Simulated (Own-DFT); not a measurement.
# Computed records: Al16O23 (corundum with two vacancies, atoms displaced)

A calculation, not a measurement: plane-wave PBE density functional theory by an unreviewed code, no spin, of a simulated periodic cell, stress positive in tension, free energy of the whole cell less one offset for each atom, defect cell not probed for a lower state with spin; oxygen file: force components 24 meV/angstrom off all-electron in one glass; forces on such cells passed a denser k mesh, this cell's mesh not checked; offsets are fitted by least squares, one for each functional and potential file, so energies compare only between cells with the same atoms and settings and are not formation energies; the far tail of each file's local potential was reset to the Coulomb form; each entry is a single point on an unrelaxed cell, so the pressure reflects the starting lattice, mostly measured values, from which strain is counted, and rises with the displacements; printed positions are rounded, which can move forces by about a meV/angstrom; the program is a retired in-house code; no spin-orbit coupling; before rounding, a Quantum ESPRESSO 7.3.1 run of the same cell and cutoff gave forces within 1 meV/angstrom rms on each cell, which checks the program and not the settings. Program: Own-DFT development build.

Settings shared by all entries: functional PBE; potential files PseudoDojo norm-conserving, scalar-relativistic, standard set; wave cutoff 72 hartree; occupations Fermi-Dirac; smearing width 0.1 eV; k mesh 3 x 3 x 3 centred on Gamma.

(1) Al16O23 (corundum with two vacancies, atoms displaced)

```cif
# cell vector a (Å): 5.4940 0.0000 8.6604
# cell vector b (Å): -2.7470 4.7579 8.6604
# cell vector c (Å): -2.7470 -4.7579 8.6604
data_Al16O23
_symmetry_space_group_name_H-M 'P 1'
_symmetry_Int_Tables_number 1
_cell_length_a 10.2561
_cell_length_b 10.2560
_cell_length_c 10.2560
_cell_angle_alpha 55.280
_cell_angle_beta 55.280
_cell_angle_gamma 55.280
_cell_volume 679.15
loop_
_atom_site_label
_atom_site_type_symbol
_atom_site_fract_x
_atom_site_fract_y
_atom_site_fract_z
_atom_site_occupancy
Al1 Al 0.18528 0.17870 0.17449 1
Al2 Al 0.31898 0.32205 0.33851 1
Al3 Al 0.40769 0.42948 0.42234 1
Al4 Al 0.05760 0.08159 0.09134 1
O1 O 0.28217 0.47477 0.12220 1
O2 O 0.46640 0.12242 0.28327 1
O3 O 0.13951 0.26035 0.46847 1
O4 O 0.22880 0.01290 0.38876 1
O5 O 0.01850 0.36977 0.24562 1
O6 O 0.38702 0.21749 0.03226 1
Al5 Al 0.16134 0.17810 0.68252 1
Al6 Al 0.32670 0.30970 0.81883 1
Al7 Al 0.42392 0.44182 0.90781 1
Al8 Al 0.05824 0.08332 0.57568 1
O7 O 0.29782 0.45935 0.62413 1
O8 O 0.46828 0.11953 0.78594 1
O9 O 0.13208 0.27212 0.98043 1
O10 O 0.22359 0.03891 0.86059 1
O11 O 0.01569 0.36910 0.72697 1
O12 O 0.39048 0.21557 0.52289 1
Al9 Al 0.17272 0.66585 0.18852 1
Al10 Al 0.32322 0.81771 0.33102 1
Al11 Al 0.42004 0.94263 0.42959 1
Al12 Al 0.07959 0.56198 0.08396 1
O13 O 0.27878 0.95861 0.14004 1
O14 O 0.46506 0.62227 0.28040 1
O15 O 0.12634 0.77115 0.47943 1
O16 O 0.20918 0.52704 0.38688 1
O17 O 0.37661 0.71609 0.02526 1
Al13 Al 0.17019 0.67297 0.68503 1
Al14 Al 0.31306 0.82652 0.83372 1
Al15 Al 0.43802 0.91967 0.91566 1
Al16 Al 0.05825 0.58241 0.57535 1
O18 O 0.27925 0.96721 0.61958 1
O19 O 0.46337 0.63547 0.76980 1
O20 O 0.11796 0.77926 0.97151 1
O21 O 0.21185 0.54485 0.87260 1
O22 O 0.02878 0.86908 0.73020 1
O23 O 0.38165 0.71353 0.53234 1
Al17 Al 0.68374 0.18117 0.17215 1
Al18 Al 0.82392 0.32316 0.31126 1
Al19 Al 0.92865 0.41481 0.42921 1
Al20 Al 0.56883 0.08411 0.08791 1
O24 O 0.78408 0.46488 0.12520 1
O25 O 0.96711 0.13195 0.28916 1
O26 O 0.63542 0.27436 0.47064 1
O27 O 0.71119 0.02658 0.37447 1
O28 O 0.52756 0.37716 0.21349 1
O29 O 0.88572 0.23067 0.00877 1
Al21 Al 0.68892 0.16183 0.68521 1
Al22 Al 0.82311 0.33044 0.81967 1
Al23 Al 0.92035 0.43068 0.92794 1
Al24 Al 0.56687 0.07311 0.58470 1
O30 O 0.77437 0.47950 0.63036 1
O31 O 0.97596 0.12945 0.78236 1
O32 O 0.62092 0.27669 0.98368 1
O33 O 0.74104 0.02510 0.85938 1
O34 O 0.53346 0.36720 0.71839 1
O35 O 0.88062 0.21337 0.53211 1
Al25 Al 0.68184 0.66680 0.19153 1
Al26 Al 0.82227 0.82930 0.32339 1
Al27 Al 0.92764 0.93242 0.41751 1
Al28 Al 0.56677 0.57162 0.07499 1
O36 O 0.75184 0.97214 0.13660 1
O37 O 0.96900 0.62815 0.27865 1
O38 O 0.63027 0.78738 0.47031 1
O39 O 0.72879 0.51545 0.38504 1
O40 O 0.52125 0.87050 0.23888 1
O41 O 0.86114 0.69939 0.04648 1
Al29 Al 0.68933 0.65845 0.67745 1
Al30 Al 0.82121 0.82545 0.81988 1
Al31 Al 0.92608 0.91972 0.92271 1
Al32 Al 0.58545 0.56765 0.56303 1
O42 O 0.74896 0.96666 0.65120 1
O43 O 0.96814 0.63349 0.77931 1
O44 O 0.62988 0.77633 0.96894 1
O45 O 0.72269 0.54633 0.86614 1
O46 O 0.51871 0.88610 0.72023 1
```

```
free energy of cell above offsets : -44.790 eV
pressure                          : 11.69 GPa
stress xx                         : -11.15 GPa
stress yy                         : -13.31 GPa
stress zz                         : -10.62 GPa
stress yz                         : 1.4 GPa
stress xz                         : -0.11 GPa
stress xy                         : -0.01 GPa
```

Force:
```tsv
element	x (eV/Å)	y (eV/Å)	z (eV/Å)
Al	0.658	-1.89	0.447
Al	2.604	0.481	-2.229
Al	2.068	-0.967	3.88
Al	3.367	0.009	-0.599
O	-0.758	-0.807	-0.149
O	-1.23	2.106	2.274
O	-2.681	1.015	0.582
O	-1.875	2.213	-1.458
O	3.044	1.795	-1.235
O	-1.817	1.322	-1.56
Al	2.781	-0.279	0.116
Al	0.103	0.418	2.049
Al	0.173	-1.626	-0.294
Al	4.582	-3.049	1.157
O	-2.247	0.708	-1.46
O	0.274	0.134	0.269
O	-1.327	0.498	-0.644
O	-0.881	-2.458	1.191
O	0.859	2.877	2.795
O	-2.896	1.332	-1.42
Al	-0.168	2.205	-0.213
Al	0.607	-0.371	1.88
Al	2.193	-2.466	-2.481
Al	-1.123	1.395	-0.701
O	-0.506	2.122	-1.105
O	0.934	-0.252	-0.34
O	-0.822	0.492	-0.665
O	1.013	-0.152	-0.643
O	-1.307	0.005	-0.028
Al	1.76	1.609	0.423
Al	1.222	1.796	-0.687
Al	-1.632	-1.169	0.618
Al	-1.286	0.16	0.366
O	-2.83	-1.74	2.303
O	0.987	-0.792	0.945
O	-0.472	-0.761	0.831
O	1.035	-2.931	0.292
O	-0.223	0.852	-0.512
O	-0.391	-0.443	-0.997
Al	-0.467	-0.408	-1.208
Al	-2.472	-1.365	2.108
Al	-0.882	0.182	1.247
Al	0.429	-0.638	-2.465
O	-0.702	0.584	-0.97
O	2.198	-0.847	-1.772
O	-0.606	-0.22	-1.209
O	0.614	0.248	2.29
O	-0.807	-0.624	0.549
O	-2.135	-2.258	0.408
Al	-1.597	3.225	-1.983
Al	-0.715	-1.881	-0.766
Al	0.773	0.825	0.61
Al	1.224	0.924	0.493
O	2.109	-0.434	-2.349
O	-0.818	-0.72	-2.758
O	0.954	2.276	0.433
O	-1.655	-2.788	1.87
O	-0.373	-0.166	1.334
O	-2.047	0.76	-0.43
Al	-3.644	0.514	-1.943
Al	-0.27	-0.033	-0.374
Al	-0.52	-1.8	-0.365
Al	0.118	1.096	2.078
O	4.005	0.155	2.059
O	0.289	-0.87	0.173
O	0.16	-1.531	-0.864
O	0.71	0.977	-0.805
O	1.546	0.797	-0.521
O	3.718	2.751	3.374
Al	-3.067	4.567	0.511
Al	-0.772	-1.907	0.954
Al	-1.02	-0.35	0.758
Al	-3.656	-0.056	0.557
O	3.545	2.431	-0.489
O	1.664	-1.437	-1.725
O	-1.095	-0.932	-0.586
O	0.241	-2.701	0.001
O	1.229	-1.737	-1.224
```

(2) Al16O23 (corundum with two vacancies, atoms displaced)

```cif
# cell vector a (Å): 5.4940 0.0000 8.6604
# cell vector b (Å): -2.7470 4.7579 8.6604
# cell vector c (Å): -2.7470 -4.7579 8.6604
data_Al16O23
_symmetry_space_group_name_H-M 'P 1'
_symmetry_Int_Tables_number 1
_cell_length_a 10.2561
_cell_length_b 10.2560
_cell_length_c 10.2560
_cell_angle_alpha 55.280
_cell_angle_beta 55.280
_cell_angle_gamma 55.280
_cell_volume 679.15
loop_
_atom_site_label
_atom_site_type_symbol
_atom_site_fract_x
_atom_site_fract_y
_atom_site_fract_z
_atom_site_occupancy
Al1 Al 0.16830 0.18693 0.16797 1
Al2 Al 0.33033 0.30999 0.33506 1
Al3 Al 0.42536 0.43230 0.42398 1
Al4 Al 0.07116 0.07615 0.06798 1
O1 O 0.27913 0.47962 0.12491 1
O2 O 0.46322 0.13143 0.27910 1
O3 O 0.12285 0.26990 0.48035 1
O4 O 0.22449 0.01653 0.37606 1
O5 O 0.01096 0.38539 0.22221 1
O6 O 0.36177 0.23520 0.04717 1
Al5 Al 0.16617 0.19063 0.67601 1
Al6 Al 0.32588 0.30967 0.83102 1
Al7 Al 0.42878 0.43363 0.92601 1
Al8 Al 0.08418 0.06428 0.57911 1
O7 O 0.28803 0.48853 0.61335 1
O8 O 0.47933 0.10817 0.79785 1
O9 O 0.12385 0.28979 0.96035 1
O10 O 0.22184 0.03249 0.87478 1
O11 O 0.01853 0.38392 0.71888 1
O12 O 0.38241 0.22040 0.53005 1
Al9 Al 0.18576 0.68346 0.15878 1
Al10 Al 0.32509 0.82479 0.32106 1
Al11 Al 0.42694 0.93643 0.42581 1
Al12 Al 0.08175 0.57559 0.06278 1
O13 O 0.27414 0.98275 0.12272 1
O14 O 0.47476 0.62112 0.26767 1
O15 O 0.12811 0.79208 0.47535 1
O16 O 0.21101 0.51809 0.37332 1
O17 O 0.02548 0.89000 0.21557 1
O18 O 0.37518 0.72978 0.02142 1
Al13 Al 0.18374 0.67622 0.67319 1
Al14 Al 0.30859 0.81106 0.85261 1
Al15 Al 0.42545 0.93221 0.90964 1
Al16 Al 0.08697 0.57157 0.56560 1
O19 O 0.30142 0.95310 0.63462 1
O20 O 0.46175 0.63420 0.77613 1
O21 O 0.11870 0.76787 0.97979 1
O22 O 0.22388 0.52542 0.87215 1
O23 O 0.37098 0.72244 0.52975 1
Al17 Al 0.69192 0.16196 0.18228 1
Al18 Al 0.83401 0.30476 0.32471 1
Al19 Al 0.93261 0.42711 0.41645 1
Al20 Al 0.55915 0.08188 0.07909 1
O24 O 0.76726 0.47447 0.13151 1
O25 O 0.96864 0.12062 0.27604 1
O26 O 0.60130 0.27699 0.48769 1
O27 O 0.72014 0.01359 0.38159 1
O28 O 0.53835 0.36085 0.22837 1
O29 O 0.86559 0.21272 0.03993 1
Al21 Al 0.68011 0.19362 0.65237 1
Al22 Al 0.80562 0.32305 0.83075 1
Al23 Al 0.91247 0.41926 0.93701 1
Al24 Al 0.58114 0.07341 0.55526 1
O30 O 0.77393 0.47271 0.62892 1
O31 O 0.98270 0.12568 0.76830 1
O32 O 0.64608 0.27408 0.95092 1
O33 O 0.53679 0.37747 0.70917 1
O34 O 0.89272 0.22092 0.51771 1
Al25 Al 0.66838 0.66855 0.17527 1
Al26 Al 0.80842 0.82053 0.33031 1
Al27 Al 0.93556 0.92456 0.42257 1
Al28 Al 0.56614 0.58206 0.07976 1
O35 O 0.79717 0.96512 0.12180 1
O36 O 0.96314 0.62475 0.27209 1
O37 O 0.61969 0.78265 0.48851 1
O38 O 0.72751 0.52274 0.37328 1
O39 O 0.54493 0.86768 0.21766 1
O40 O 0.86864 0.72309 0.02475 1
Al29 Al 0.68557 0.67456 0.67019 1
Al30 Al 0.81304 0.82953 0.82997 1
Al31 Al 0.90449 0.93471 0.93566 1
Al32 Al 0.58377 0.56135 0.58680 1
O41 O 0.76546 0.96782 0.64726 1
O42 O 0.95081 0.63120 0.77676 1
O43 O 0.61139 0.77787 0.97443 1
O44 O 0.72104 0.53788 0.86553 1
O45 O 0.52951 0.88779 0.70750 1
O46 O 0.87075 0.72370 0.52988 1
```

```
free energy of cell above offsets : -43.712 eV
pressure                          : 11.53 GPa
stress xx                         : -11.58 GPa
stress yy                         : -12.19 GPa
stress zz                         : -10.83 GPa
stress yz                         : -1.72 GPa
stress xz                         : -1.48 GPa
stress xy                         : -3.74 GPa
```

Force:
```tsv
element	x (eV/Å)	y (eV/Å)	z (eV/Å)
Al	0.401	-1.601	0.955
Al	-1.635	1.901	0.351
Al	-0.088	-0.684	-0.967
Al	0.757	-0.111	0.951
O	1.068	-0.409	-0.425
O	2.477	-0.137	-0.155
O	1.498	1.269	0.518
O	-0.61	1.75	1.535
O	3.125	0.065	-0.591
O	0.673	1.069	-1.116
Al	1.312	-1.385	-0.391
Al	0.901	1.822	1.219
Al	-0.03	-0.333	-0.944
Al	0.016	-1.463	-0.953
O	-0.163	-1.439	-2.174
O	-1.661	2.932	1.405
O	-1.137	-1.636	-0.75
O	-0.532	0.115	-0.746
O	0.658	-0.83	0.52
O	-2.233	0.585	-1.369
Al	-3.285	-3.198	-0.287
Al	0.092	0.459	1.516
Al	0.191	-3.018	-1.699
Al	-2.03	-0.784	-0.999
O	0.491	-0.097	-0.544
O	-2.733	-0.547	1.032
O	-0.345	-0.429	-3.109
O	0.201	0.642	2.511
O	1.507	-2.314	-1.103
O	-0.291	-1.02	-0.036
Al	-2.131	0.307	0.446
Al	2.482	5.189	-1.437
Al	0.303	-0.831	0.686
Al	-2.893	-0.54	0.003
O	-2.257	1.868	-1.048
O	0.765	-1.83	0.249
O	-0.317	1.527	0.982
O	0.413	-0.472	0.234
O	2.4	0.631	1.261
Al	-2.259	-0.232	-1.751
Al	-2.636	2.182	1.724
Al	-0.83	-0.601	-0.33
Al	2.196	0.126	-0.953
O	1.679	-0.902	-1.027
O	-0.302	0.946	0.679
O	3.72	0.645	1.589
O	0.787	1.75	0.503
O	-0.553	1.144	-0.212
O	2.31	2.904	2.184
Al	0.146	-3.516	0.472
Al	6.616	4.497	4.145
Al	0.161	3.01	0.514
Al	-1.656	-2.605	1.607
O	0.966	0.34	-0.195
O	-1.785	-1.395	0.453
O	-7.598	-4.633	-3.765
O	-1.279	-2	-0.167
O	-1.497	-0.57	-1.909
Al	0.983	0.284	3.214
Al	2.564	-0.709	0.841
Al	-0.505	-2.184	-0.907
Al	2.364	0.58	-2.423
O	-3.491	-0.784	1.216
O	-0.253	0.37	1.65
O	0.512	0.889	-2.504
O	-1.685	-0.537	-0.354
O	-1.623	-0.137	-0.018
O	0.284	-0.321	0.135
Al	-2.183	0.231	0.838
Al	1.02	-1.185	0.568
Al	2.474	1.661	-2.412
Al	-1.051	3.616	-1.288
O	1.666	4.169	-1.156
O	1.429	-0.367	1.19
O	0.577	0.013	1.159
O	-1.064	-2.746	-0.039
O	-0.068	-2.165	0.308
O	2.503	1.209	0.892
```

(3) Al16O23 (corundum with two vacancies, atoms displaced)

```cif
# cell vector a (Å): 5.4940 0.0000 8.6604
# cell vector b (Å): -2.7470 4.7579 8.6604
# cell vector c (Å): -2.7470 -4.7579 8.6604
data_Al16O23
_symmetry_space_group_name_H-M 'P 1'
_symmetry_Int_Tables_number 1
_cell_length_a 10.2561
_cell_length_b 10.2560
_cell_length_c 10.2560
_cell_angle_alpha 55.280
_cell_angle_beta 55.280
_cell_angle_gamma 55.280
_cell_volume 679.15
loop_
_atom_site_label
_atom_site_type_symbol
_atom_site_fract_x
_atom_site_fract_y
_atom_site_fract_z
_atom_site_occupancy
Al1 Al 0.17739 0.18047 0.18014 1
Al2 Al 0.33000 0.32324 0.32085 1
Al3 Al 0.41472 0.43009 0.43018 1
Al4 Al 0.08666 0.05747 0.08448 1
O1 O 0.26847 0.45777 0.13571 1
O2 O 0.46055 0.13377 0.27198 1
O3 O 0.11934 0.28600 0.47209 1
O4 O 0.24028 0.02876 0.36626 1
O5 O 0.04439 0.38111 0.20563 1
O6 O 0.35414 0.24819 0.01933 1
Al5 Al 0.18775 0.17317 0.67564 1
Al6 Al 0.31818 0.32318 0.82472 1
Al7 Al 0.41469 0.43776 0.91341 1
Al8 Al 0.06844 0.07419 0.57878 1
O7 O 0.29492 0.45437 0.61997 1
O8 O 0.47332 0.11832 0.78383 1
O9 O 0.12697 0.26095 0.97822 1
O10 O 0.21873 0.03698 0.86983 1
O11 O 0.02095 0.38071 0.71754 1
O12 O 0.37356 0.22362 0.53555 1
Al9 Al 0.18592 0.65911 0.16671 1
Al10 Al 0.33466 0.79765 0.32857 1
Al11 Al 0.43332 0.93024 0.43368 1
Al12 Al 0.07523 0.55946 0.08303 1
O13 O 0.28377 0.96831 0.12370 1
O14 O 0.47204 0.62399 0.27932 1
O15 O 0.12512 0.75819 0.49055 1
O16 O 0.22259 0.51641 0.35993 1
O17 O 0.02601 0.87846 0.22359 1
O18 O 0.37085 0.72090 0.02312 1
Al13 Al 0.18380 0.66107 0.67686 1
Al14 Al 0.34586 0.81926 0.82416 1
Al15 Al 0.42298 0.90453 0.92704 1
Al16 Al 0.07607 0.57397 0.58490 1
O19 O 0.47355 0.62129 0.78620 1
O20 O 0.10924 0.79697 0.96566 1
O21 O 0.22422 0.50555 0.89240 1
O22 O 0.01891 0.89221 0.71245 1
O23 O 0.36147 0.73660 0.53584 1
Al17 Al 0.65797 0.17963 0.18814 1
Al18 Al 0.82045 0.32357 0.32294 1
Al19 Al 0.94035 0.42399 0.41718 1
Al20 Al 0.59610 0.05703 0.09246 1
O24 O 0.77221 0.46438 0.13861 1
O25 O 0.97467 0.11436 0.28012 1
O26 O 0.61291 0.27486 0.48325 1
O27 O 0.72603 0.01748 0.38128 1
O28 O 0.52218 0.37772 0.22736 1
O29 O 0.87189 0.22078 0.02052 1
Al21 Al 0.67039 0.16371 0.68814 1
Al22 Al 0.83162 0.30759 0.83104 1
Al23 Al 0.94530 0.41821 0.91982 1
Al24 Al 0.56754 0.08010 0.58592 1
O30 O 0.77903 0.47772 0.62270 1
O31 O 0.63052 0.29026 0.96089 1
O32 O 0.73045 0.02576 0.87194 1
O33 O 0.52018 0.37921 0.72605 1
O34 O 0.84322 0.24588 0.54238 1
Al25 Al 0.67840 0.67608 0.17369 1
Al26 Al 0.81852 0.83170 0.31273 1
Al27 Al 0.94521 0.92412 0.42703 1
Al28 Al 0.57670 0.56542 0.08390 1
O35 O 0.77567 0.96090 0.13638 1
O36 O 0.96607 0.62194 0.28497 1
O37 O 0.61866 0.77618 0.47250 1
O38 O 0.71036 0.52635 0.37391 1
O39 O 0.50648 0.88254 0.22284 1
O40 O 0.87908 0.71233 0.00881 1
Al29 Al 0.68898 0.67394 0.67413 1
Al30 Al 0.79493 0.82954 0.83961 1
Al31 Al 0.93065 0.90893 0.93423 1
Al32 Al 0.57760 0.57314 0.56648 1
O41 O 0.76330 0.97069 0.61707 1
O42 O 0.95813 0.63052 0.80127 1
O43 O 0.62916 0.76503 0.97083 1
O44 O 0.72298 0.55090 0.86023 1
O45 O 0.52415 0.88921 0.71949 1
O46 O 0.88511 0.71935 0.52528 1
```

```
free energy of cell above offsets : -39.645 eV
pressure                          : 13.45 GPa
stress xx                         : -12.36 GPa
stress yy                         : -14.73 GPa
stress zz                         : -13.26 GPa
stress yz                         : -0.25 GPa
stress xz                         : -1.82 GPa
stress xy                         : 0.79 GPa
```

Force:
```tsv
element	x (eV/Å)	y (eV/Å)	z (eV/Å)
Al	2.199	-0.698	-0.366
Al	-1.836	-0.916	-1.085
Al	3.401	0.122	-1.324
Al	-0.845	1.872	-1.174
O	0.79	2.437	0.964
O	1.698	-0.224	1.498
O	1.804	-0.983	0.109
O	-3.309	-0.313	-0.661
O	-3.063	-5.467	-2.983
O	3.032	-3.47	0.503
Al	-1.492	0.319	-2.603
Al	1.602	-2.522	0.871
Al	2.217	-2.569	1.542
Al	0.234	1.11	1.577
O	-4.536	0.053	1.378
O	-0.784	-0.679	0.3
O	-0.391	1.397	0.543
O	0.728	-2.28	0.702
O	1.283	-0.311	1.781
O	0.48	0.954	-0.886
Al	-2.8	0.849	0.401
Al	-3.71	3.313	3.296
Al	-3.511	-0.556	-2.084
Al	-0.463	4.77	1.042
O	0.398	-1.265	-0.906
O	1.332	-1.38	-2.198
O	1.558	1.672	0.865
O	-1.52	-0.681	4.211
O	1.538	-1.171	-0.991
O	0.456	-1.622	0.913
Al	-2.573	0.191	3.083
Al	-1.607	2.5	-4.887
Al	-1.24	1.737	5.137
Al	-1.157	0.031	-4.014
O	-0.445	0.974	-0.069
O	4.534	-3.958	2.447
O	-2.782	5.633	-1.799
O	1.147	-1.949	-1.358
O	1.579	-1.577	-1.165
Al	2.499	0.831	2.411
Al	-1.233	-2.104	0.457
Al	-3.005	-1.587	-0.219
Al	-2.481	3.523	-5.091
O	1.141	1.352	-1.175
O	-0.872	1.688	2.7
O	0.83	1.543	0.403
O	-1.489	1.921	-1.453
O	0.552	-0.139	-0.378
O	-0.316	-1.444	1.786
Al	-0.894	2.096	1.061
Al	1.01	1.926	-0.891
Al	-2.754	-0.461	-1.662
Al	1.027	1.522	-1.741
O	0.237	0.223	-0.612
O	-1.939	-2.709	-1.258
O	-1.726	-1.554	0.167
O	0.766	0.722	-0.783
O	3.732	-0.08	-0.461
Al	-0.313	-0.131	0.118
Al	0.663	-4.665	4.088
Al	-1.994	-1.565	-3.761
Al	1.932	1.369	-0.861
O	0.701	2.409	-1.288
O	0.376	2.226	-0.476
O	1.8	0.171	1.227
O	0.587	1.049	0.812
O	3.798	-0.116	1.521
O	-1.401	-1.85	3.579
Al	0.648	1.22	-1.457
Al	3.76	2.704	0.738
Al	-1.689	4.302	-2.254
Al	-0.239	-1.117	0.971
O	1.227	-2.001	4.059
O	3.982	0.404	-1.707
O	-3.376	-1.087	-0.848
O	-0.511	-3.859	1.315
O	1.11	-2.012	-1.739
O	-0.089	-0.064	0.093
```

(4) Al16O23 (corundum with two vacancies, atoms displaced)

```cif
# cell vector a (Å): 5.4940 0.0000 8.6604
# cell vector b (Å): -2.7470 4.7579 8.6604
# cell vector c (Å): -2.7470 -4.7579 8.6604
data_Al16O23
_symmetry_space_group_name_H-M 'P 1'
_symmetry_Int_Tables_number 1
_cell_length_a 10.2561
_cell_length_b 10.2560
_cell_length_c 10.2560
_cell_angle_alpha 55.280
_cell_angle_beta 55.280
_cell_angle_gamma 55.280
_cell_volume 679.15
loop_
_atom_site_label
_atom_site_type_symbol
_atom_site_fract_x
_atom_site_fract_y
_atom_site_fract_z
_atom_site_occupancy
Al1 Al 0.17651 0.19397 0.16276 1
Al2 Al 0.33659 0.33101 0.31832 1
Al3 Al 0.41659 0.43351 0.42763 1
Al4 Al 0.08681 0.06010 0.05689 1
O1 O 0.27382 0.48628 0.10975 1
O2 O 0.47512 0.11913 0.26882 1
O3 O 0.12120 0.29419 0.46638 1
O4 O 0.19926 0.03481 0.39228 1
O5 O 0.38109 0.21551 0.02799 1
Al5 Al 0.18680 0.16511 0.66527 1
Al6 Al 0.31655 0.32581 0.83609 1
Al7 Al 0.43254 0.42581 0.93202 1
Al8 Al 0.07385 0.08315 0.57297 1
O6 O 0.27098 0.46430 0.64144 1
O7 O 0.47256 0.12026 0.77550 1
O8 O 0.11941 0.28196 0.97441 1
O9 O 0.23894 0.05573 0.85178 1
O10 O 0.03923 0.37747 0.72377 1
O11 O 0.38212 0.21318 0.51898 1
Al9 Al 0.17449 0.67489 0.16021 1
Al10 Al 0.33571 0.82165 0.31008 1
Al11 Al 0.41274 0.91752 0.43472 1
Al12 Al 0.07192 0.58542 0.08176 1
O12 O 0.25988 0.96172 0.14238 1
O13 O 0.47698 0.60854 0.28554 1
O14 O 0.11778 0.77552 0.46746 1
O15 O 0.22143 0.53431 0.36811 1
O16 O 0.01876 0.89123 0.21976 1
O17 O 0.37562 0.72712 0.03387 1
Al13 Al 0.17469 0.67045 0.67671 1
Al14 Al 0.33686 0.81544 0.81317 1
Al15 Al 0.41637 0.92922 0.92573 1
Al16 Al 0.06412 0.57436 0.57594 1
O18 O 0.28567 0.98153 0.59680 1
O19 O 0.47462 0.62158 0.76708 1
O20 O 0.11734 0.78565 0.97292 1
O21 O 0.21204 0.52655 0.86787 1
O22 O 0.02935 0.87234 0.72683 1
O23 O 0.37722 0.71034 0.53293 1
Al17 Al 0.67966 0.17376 0.17191 1
Al18 Al 0.82119 0.32543 0.33489 1
Al19 Al 0.92184 0.43517 0.42820 1
Al20 Al 0.59058 0.07019 0.06830 1
O24 O 0.78618 0.47459 0.12066 1
O25 O 0.63013 0.27678 0.47096 1
O26 O 0.72068 0.02362 0.37857 1
O27 O 0.52072 0.36220 0.24604 1
O28 O 0.87736 0.22286 0.01042 1
Al21 Al 0.66877 0.17446 0.66836 1
Al22 Al 0.81819 0.33042 0.82110 1
Al23 Al 0.91686 0.42228 0.93307 1
Al24 Al 0.57938 0.06929 0.56491 1
O29 O 0.79151 0.47316 0.60683 1
O30 O 0.93975 0.14342 0.78012 1
O31 O 0.61588 0.28950 0.97516 1
O32 O 0.72220 0.00861 0.87586 1
O33 O 0.52143 0.36607 0.72473 1
O34 O 0.88433 0.20226 0.53535 1
Al25 Al 0.67216 0.67421 0.16745 1
Al26 Al 0.80346 0.82639 0.31740 1
Al27 Al 0.94326 0.92246 0.41175 1
Al28 Al 0.56589 0.57424 0.07351 1
O35 O 0.78722 0.96180 0.12418 1
O36 O 0.95933 0.62672 0.27698 1
O37 O 0.61736 0.77994 0.47924 1
O38 O 0.72900 0.52456 0.38633 1
O39 O 0.51746 0.87624 0.21889 1
O40 O 0.86385 0.71839 0.03574 1
Al29 Al 0.67335 0.68571 0.67165 1
Al30 Al 0.82701 0.82278 0.80907 1
Al31 Al 0.91376 0.92537 0.92245 1
Al32 Al 0.57281 0.56556 0.58450 1
O41 O 0.77864 0.96340 0.62020 1
O42 O 0.96011 0.61868 0.78505 1
O43 O 0.63818 0.76967 0.97348 1
O44 O 0.72515 0.51662 0.86490 1
O45 O 0.53442 0.87040 0.72418 1
O46 O 0.85871 0.71076 0.55292 1
```

```
stress xx : —
```

To be estimated
1. What stress xx does the calculation give for Al16O23 (corundum with two vacancies, atoms displaced) (entry 4)?
2. Give the table of force values for Al16O23 (corundum with two vacancies, atoms displaced) (entry 4).

Calculated values
1. -12.25 GPa
2. 
Force:
```tsv
element	x (eV/Å)	y (eV/Å)	z (eV/Å)
Al	-3.131	-2.091	-0.104
Al	-1.719	-1.869	-3.086
Al	-0.278	-3.138	0.862
Al	-3.143	1.312	2.411
O	0.595	-1.39	1.974
O	-0.164	0.223	1.046
O	1.047	-0.88	0.286
O	3.892	1.247	-1.661
O	0.101	0.371	0.421
Al	-2.076	2.521	2.141
Al	1.2	0.547	-1.216
Al	-0.539	0.682	-3.862
Al	-1.392	-0.444	-1.558
O	1.406	2.416	-1.484
O	-0.168	-0.003	0.53
O	0.602	-1.153	-0.252
O	-0.154	-2.176	-3.156
O	0.481	-1.241	-2.851
O	-0.748	-0.44	0.489
Al	-2.102	-1	4.277
Al	-2.383	-1.737	-0.171
Al	3.313	2.727	-2.05
Al	0.034	-0.426	-6.488
O	1.559	2.406	-0.272
O	-0.294	2.475	0.973
O	2.264	-1.717	1.984
O	-0.042	0.302	-0.55
O	1.965	-1.62	-3.213
O	-0.651	0.685	-2.647
Al	-0.431	0.566	-0.687
Al	-0.85	0.885	0.007
Al	1.876	0.224	2.651
Al	-0.158	-0.313	0.674
O	-4.236	-4.311	4.113
O	-1.398	-0.919	1.63
O	1.234	1.36	0.743
O	-0.845	-1.339	3.61
O	0.653	0.046	-0.202
O	-0.276	1.061	-0.154
Al	-0.211	-0.939	1.286
Al	2.758	0.022	-0.446
Al	3.095	-0.197	-2.367
Al	-2.013	-0.39	-2.476
O	-1.153	-1.258	-1.094
O	-1.288	0.266	-1.077
O	0.982	1.24	-1.853
O	2.825	3.688	0.135
O	-0.47	-1.886	0.855
Al	0.717	-1.149	1.126
Al	1.198	1.317	0.126
Al	1.776	0.506	0.707
Al	-0.654	-0.166	1.348
O	-4.293	-2.836	1.974
O	3.85	-1.72	-0.365
O	1.689	-1.29	0.217
O	-1.633	1.299	1.662
O	0.435	0.582	2.101
O	-2.503	1.526	-0.759
Al	0.744	-1.104	1.772
Al	0.405	-2.337	3.141
Al	-3.328	1.718	0.176
Al	2.1	-0.811	1.409
O	-1.031	2.827	-1.235
O	0.417	1.672	2.672
O	-0.641	0.442	-1.045
O	-0.465	1.282	-2.614
O	0.705	-0.319	0.867
O	1.646	0.523	2.166
Al	0.422	-1.569	-1.311
Al	0	-1.097	0.482
Al	1.063	0.423	-0.469
Al	1.442	0.527	-1.593
O	-0.15	0.602	0.304
O	0.358	1.321	0.961
O	-2.489	0.678	-3.334
O	-3.32	-0.063	1.751
O	-1.554	-0.506	-1.307
O	3.521	3.329	0.952
```

Further results for Al16O23 (corundum with two vacancies, atoms displaced) (entry 4):

```
free energy of cell above offsets : -42.992 eV
pressure                          : 12.2 GPa
stress yy                         : -11.16 GPa
stress zz                         : -13.18 GPa
stress yz                         : 1.39 GPa
stress xz                         : 0.3 GPa
stress xy                         : -1.39 GPa
```
